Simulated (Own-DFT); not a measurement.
Simulation results for Si12O23 (quartz with two neutral oxygen vacancies, strained, atoms displaced)

All values are calculated (Own-DFT development build). A calculation, not a measurement: plane-wave PBE and HSE06 DFT by an unreviewed code, no spin, of a simulated cell at Gamma alone, so results move with cell size and shape, stress positive in tension, energies less offsets, not probed for a lower state with spin; oxygen file: force components 24 meV/angstrom off all-electron in a glass; k mesh not checked against a denser one; forces and stress are PBE's, HSE06 gives the energy alone, and its difference from PBE has offsets of its own; offsets are fitted by least squares, one for each functional and potential file, so energies compare only between cells with the same atoms and settings and are not formation energies; the far tail of each file's local potential was reset to the Coulomb form; each entry is a single point on an unrelaxed cell, so the pressure reflects the starting lattice, mostly measured values (interpolated for alloys), from which strain is counted, and rises with the displacements; printed positions are rounded, which can move forces by about a meV/angstrom; the program, named Own-DFT, is a retired in-house code; no spin-orbit coupling.

```cif
# cell vector a (Å): 9.7117 -0.0996 0.1083
# cell vector b (Å): -4.9421 8.6761 -0.1611
# cell vector c (Å): 0.1191 -0.1359 10.6903
data_Si12O23
_symmetry_space_group_name_H-M 'P 1'
_symmetry_Int_Tables_number 1
_cell_length_a 9.7128
_cell_length_b 9.9862
_cell_length_c 10.6918
_cell_angle_alpha 91.873
_cell_angle_beta 88.715
_cell_angle_gamma 120.260
_cell_volume 895.25
loop_
_atom_site_label
_atom_site_type_symbol
_atom_site_fract_x
_atom_site_fract_y
_atom_site_fract_z
_atom_site_occupancy
Si1 Si 0.23205 0.99519 0.99844 1
Si2 Si 0.00286 0.23630 0.33115 1
Si3 Si 0.26512 0.26505 0.16836 1
O1 O 0.21242 0.13809 0.06083 1
O2 O 0.42171 0.29123 0.22300 1
O3 O 0.36561 0.07552 0.39393 1
O4 O 0.07332 0.36084 0.43793 1
O5 O 0.13421 0.20853 0.27952 1
O6 O 0.30332 0.42956 0.10538 1
Si4 Si 0.23294 0.99746 0.50297 1
Si5 Si 0.99419 0.23084 0.83581 1
Si6 Si 0.26163 0.26488 0.66795 1
O7 O 0.20665 0.13644 0.55943 1
O8 O 0.37583 0.08211 0.89327 1
O9 O 0.07795 0.36981 0.93950 1
O10 O 0.29472 0.42781 0.60655 1
Si7 Si 0.23407 0.49822 0.99981 1
Si8 Si 0.00536 0.73695 0.33392 1
Si9 Si 0.27055 0.76616 0.16374 1
O11 O 0.20958 0.63581 0.06071 1
O12 O 0.42551 0.78697 0.22521 1
O13 O 0.36420 0.57213 0.39637 1
O14 O 0.06939 0.86420 0.43975 1
O15 O 0.13595 0.70936 0.27204 1
O16 O 0.28843 0.92673 0.10736 1
Si10 Si 0.23633 0.49906 0.49564 1
Si11 Si 0.99679 0.73406 0.83224 1
Si12 Si 0.25684 0.76283 0.66697 1
O17 O 0.20798 0.63231 0.56369 1
O18 O 0.42345 0.79168 0.73104 1
O19 O 0.37010 0.57353 0.89117 1
O20 O 0.06940 0.86609 0.94404 1
O21 O 0.12888 0.70328 0.77117 1
O22 O 0.29753 0.93095 0.60497 1
Si13 Si 0.72898 0.99494 0.99690 1
Si14 Si 0.49993 0.23926 0.33712 1
Si15 Si 0.76215 0.26289 0.16538 1
O23 O 0.70225 0.12966 0.05877 1
O24 O 0.92783 0.28817 0.22265 1
O25 O 0.87075 0.07621 0.39227 1
O26 O 0.57244 0.37005 0.44040 1
O27 O 0.63421 0.20721 0.27462 1
O28 O 0.79009 0.43115 0.10848 1
Si16 Si 0.73362 0.00192 0.50349 1
Si17 Si 0.50396 0.23309 0.82781 1
Si18 Si 0.76483 0.26875 0.67047 1
O29 O 0.70870 0.13720 0.55885 1
O30 O 0.92839 0.29181 0.72722 1
O31 O 0.86615 0.07932 0.89474 1
O32 O 0.57225 0.36537 0.94470 1
O33 O 0.63638 0.20503 0.77368 1
O34 O 0.79664 0.42801 0.60350 1
Si19 Si 0.73403 0.49748 0.00139 1
Si20 Si 0.49802 0.73546 0.33627 1
Si21 Si 0.76259 0.76746 0.16813 1
O35 O 0.70863 0.63183 0.05682 1
O36 O 0.92942 0.79219 0.23000 1
O37 O 0.85977 0.57154 0.38981 1
O38 O 0.57542 0.86958 0.44122 1
O39 O 0.63641 0.71106 0.27132 1
O40 O 0.78946 0.92410 0.10025 1
Si22 Si 0.73613 0.50062 0.50284 1
Si23 Si 0.50032 0.73700 0.82881 1
Si24 Si 0.77084 0.76472 0.66661 1
O41 O 0.70745 0.62664 0.55700 1
O42 O 0.92570 0.79053 0.72880 1
O43 O 0.86774 0.57275 0.89281 1
O44 O 0.56725 0.86765 0.93961 1
O45 O 0.63246 0.70722 0.77270 1
O46 O 0.78647 0.92656 0.61011 1
_calc_first_functional 'PBE'
_calc_second_functional 'HSE06'
_calc_exact_exchange_share 0.25
_calc_screening 0.11  # 1/bohr
_calc_exchange_divergence 'Gygi-Baldereschi'
_calc_potential_files 'PseudoDojo norm-conserving, scalar-relativistic, made for PBE, standard set'
_calc_wave_cutoff 48  # hartree
_calc_occupations 'fixed'
_calc_k_mesh '1 x 1 x 1 centred on Gamma'
_calc_PBE_energy_of_cell_above_offsets '-20.016'  # eV
_calc_HSE06_less_PBE_above_offsets '-0.250'  # eV
_calc_PBE_pressure 9.79  # GPa
_calc_PBE_stress_xx -11.45  # GPa
_calc_PBE_stress_yy -7.06  # GPa
_calc_PBE_stress_zz -10.87  # GPa
_calc_PBE_stress_yz -3.56  # GPa
_calc_PBE_stress_xz 3.16  # GPa
_calc_PBE_stress_xy -2.67  # GPa
```

Force:
```
element  x (eV/Å)  y (eV/Å)  z (eV/Å)
     Si     1.066     3.327      0.92
     Si    -3.282    -1.506    -0.022
     Si     -2.05     1.357    -1.241
      O    -0.185    -2.165    -1.735
      O     4.207     0.309     2.826
      O     0.259    -0.016    -0.295
      O    -0.461     2.336     2.066
      O     3.216    -0.577    -1.675
      O    -0.905    -0.174     0.062
     Si    -0.568     1.057    -0.923
     Si     3.881     2.489    -2.923
     Si    -0.363     1.035     3.804
      O    -0.039    -1.573    -1.093
      O    -1.104    -3.143     1.207
      O     -1.87    -1.621    -0.319
      O     0.073     0.161    -0.358
     Si      2.77     1.472     1.136
     Si    -2.608      -2.5    -0.673
     Si    -2.101       1.9     0.241
      O    -0.083    -1.648    -1.744
      O     1.476     0.606      0.76
      O     2.837     2.448    -3.593
      O     0.115     1.594     2.318
      O     1.587    -0.501    -0.054
      O     1.161    -0.898     0.613
     Si    -2.096    -2.034      4.39
     Si     0.011    -0.719     2.332
     Si     3.046     2.694    -1.069
      O     -0.16    -1.278    -1.746
      O    -1.958     0.885    -2.038
      O    -0.082     0.179    -0.066
      O    -1.099    -1.319    -1.357
      O    -1.049    -0.548      1.55
      O     0.737    -1.706     1.546
     Si     0.166     0.952     1.562
     Si    -0.988    -1.215    -2.387
     Si     0.554     2.071    -0.775
      O    -0.435     0.016    -0.314
      O    -0.447     0.437    -0.557
      O    -0.731    -1.123     0.726
      O     -0.61     0.428     1.191
      O    -0.812    -0.293     0.891
      O     2.027    -2.275     1.834
     Si     1.923     0.972    -0.944
     Si    -4.857     2.876     0.446
     Si     2.537     1.194    -3.286
      O    -0.875     0.628     0.474
      O    -0.839     0.639    -0.477
      O    -0.216    -2.399      0.26
      O    -0.775    -1.534    -1.654
      O     0.814    -1.288     1.087
      O     0.724     -0.93     1.509
     Si     0.031     0.605    -0.283
     Si     0.266    -0.432    -0.655
     Si      3.69     0.638    -3.199
      O    -1.187     1.908     1.186
      O    -1.505     0.515    -1.323
      O     1.508      1.02    -0.942
      O    -1.243    -0.936    -0.164
      O    -2.564     -1.22       2.9
      O     0.791    -0.647     0.974
     Si       1.9    -2.296    -2.182
     Si    -1.142    -1.543     2.204
     Si    -3.397     0.392    -2.007
      O    -2.695     4.119     2.743
      O     0.972     1.067    -0.519
      O      0.44     0.013    -0.765
      O    -0.842    -0.752    -0.428
      O     2.088    -0.206    -0.826
      O     1.346    -1.323     0.852
```
